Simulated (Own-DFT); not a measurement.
# Which defects push the lattice out? zincblende GaAs

The numbers are computed, not measured, by runs of the plane-wave DFT program Own-DFT (in-house, retired, unreviewed) at fixed positions, with no spin and no spin-orbit coupling.

Method: PBE; PseudoDojo norm-conserving scalar-relativistic files; cutoff 42 hartree; 3 x 3 x 3 k mesh centred on Gamma; Fermi-Dirac smearing of 0.1 eV.

Caveats (not all hold for every row): not probed for a lower state with spin; forces not confirmed at this smearing and k mesh; stress not checked against mesh or cutoff.

All runs share one cell, with vectors in Å (10.862, 0.000, 0.000); (0.000, 10.862, 0.000); (0.000, 0.000, 11.796) and a volume of 1391.7 Å³, strained against the parent crystal. The atoms are randomly displaced, by u rms on each axis. The defect's site can differ from row to row.

```
cell,formula,u (Å),P (GPa)
no defect,As32Ga32,0.0285,6.64
no defect,As32Ga32,0.0528,7.15
no defect,As32Ga32,0.0537,7.17
one Al on a Ga site,AlAs32Ga31,0.0279,6.65
one Al on a Ga site,AlAs32Ga31,0.0295,6.67
one Al on a Ga site,AlAs32Ga31,0.0522,?
one Al on a Ga site,AlAs32Ga31,0.0536,7.15
one P on an As site,As31Ga32P,0.0295,6.37
one P on an As site,As31Ga32P,0.0333,6.44
one P on an As site,As31Ga32P,0.0521,6.79
one In on a Ga site,As32Ga31In,0.0290,7.40
one In on a Ga site,As32Ga31In,0.0307,7.40
one In on a Ga site,As32Ga31In,0.0314,7.41
one As vacancy and one Ga vacancy,As31Ga31,0.0308,5.89
one As vacancy and one Ga vacancy,As31Ga31,0.0482,6.26
one As vacancy and one Ga vacancy,As31Ga31,0.0541,6.37
```

## Analysis

P = P0 + c u² + a shift for each defect gives P0 = 6.46 GPa, c = 243 ± 6 GPa/Å² and a scatter of 0.02 GPa. The shifts, and each times the cell's volume:

- one In on a Ga site: 0.72 ± 0.02 GPa, 6.2 eV
- one Al on a Ga site: 0.00 ± 0.02 GPa, 0.0 eV (not resolved)
- one P on an As site: -0.31 ± 0.02 GPa, -2.7 eV
- one As vacancy and one Ga vacancy: -0.79 ± 0.02 GPa, -6.9 eV

A positive shift means that the defect pushes the cell outwards. Shift times volume (160.2 GPa Å³ is 1 eV) depends little on the cell's size, so, taken for each site, it can be compared between cells at like pressure. The atoms around the defects weren't relaxed, which would change these numbers.

## The run left out

The question: what pressure belongs in the blank (one Al on a Ga site, u = 0.0522 Å)?

From the fit: 7.12 ± 0.02 GPa. The calculation gave 7.06 GPa.
